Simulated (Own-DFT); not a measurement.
# Which defects push the lattice out? zincblende GaAs

Source: density functional calculations with Own-DFT, an unreviewed in-house program that is no longer used. Nothing was measured or relaxed, and spin and spin-orbit coupling are left out.

Common settings: PBE; PseudoDojo norm-conserving scalar-relativistic files; cutoff 42 hartree; 3 x 3 x 3 k mesh centred on Gamma; Fermi-Dirac smearing of 0.1 eV.

Caveats (not all hold for every row): not probed for a lower state with spin; forces on such cells failed a check on a denser k mesh; forces not confirmed at this smearing and k mesh; forces on such cells passed a denser k mesh, each cell not checked; stress not checked against mesh or cutoff.

All runs share one cell, with vectors in Å (11.307, 0.000, 0.000); (0.000, 11.307, 0.000); (0.000, 0.000, 11.307) and a volume of 1445.4 Å³. The atoms are randomly displaced, by u rms on each axis. The defect's site can differ from row to row.

```
cell,formula,u (Å),P (GPa)
no defect,As32Ga32,0.0199,3.50
no defect,As32Ga32,0.0482,3.96
no defect,As32Ga32,0.0556,4.15
two As vacancies,As30Ga32,0.0317,3.20
two As vacancies,As30Ga32,0.0501,3.62
two As vacancies,As30Ga32,0.0511,3.42
two Ga vacancies,As32Ga30,0.0292,2.96
two Ga vacancies,As32Ga30,0.0299,2.86
two Ga vacancies,As32Ga30,0.0316,2.98
one As on a Ga site,As33Ga31,0.0308,4.27
one As on a Ga site,As33Ga31,0.0464,4.55
one As on a Ga site,As33Ga31,0.0557,4.85
one In on a Ga site,As32Ga31In,0.0294,4.28
one In on a Ga site,As32Ga31In,0.0325,4.31
one In on a Ga site,As32Ga31In,0.0456,?
one In on a Ga site,As32Ga31In,0.0548,4.71
```

## Worked fit

P = P0 + c u² + a shift for each defect gives P0 = 3.42 GPa, c = 230 ± 20 GPa/Å² and a scatter of 0.07 GPa. The shifts, and each times the cell's volume:

- one As on a Ga site: 0.66 ± 0.05 GPa, 5.9 eV
- one In on a Ga site: 0.64 ± 0.05 GPa, 5.7 eV
- two As vacancies: -0.48 ± 0.05 GPa, -4.3 eV (-2.2 eV for each of its 2 sites)
- two Ga vacancies: -0.70 ± 0.06 GPa, -6.3 eV (-3.2 eV for each of its 2 sites)

Against the defect-free cell, a freed cell would be larger where the shift is positive and smaller where it is negative (160.2 GPa Å³ is 1 eV). The atoms around the defects weren't relaxed, which would change these numbers.

## Prediction

Asked: what pressure belongs in the blank (one In on a Ga site, u = 0.0456 Å)?

The fit gives 4.54 ± 0.08 GPa. DFT gave 4.47 GPa.
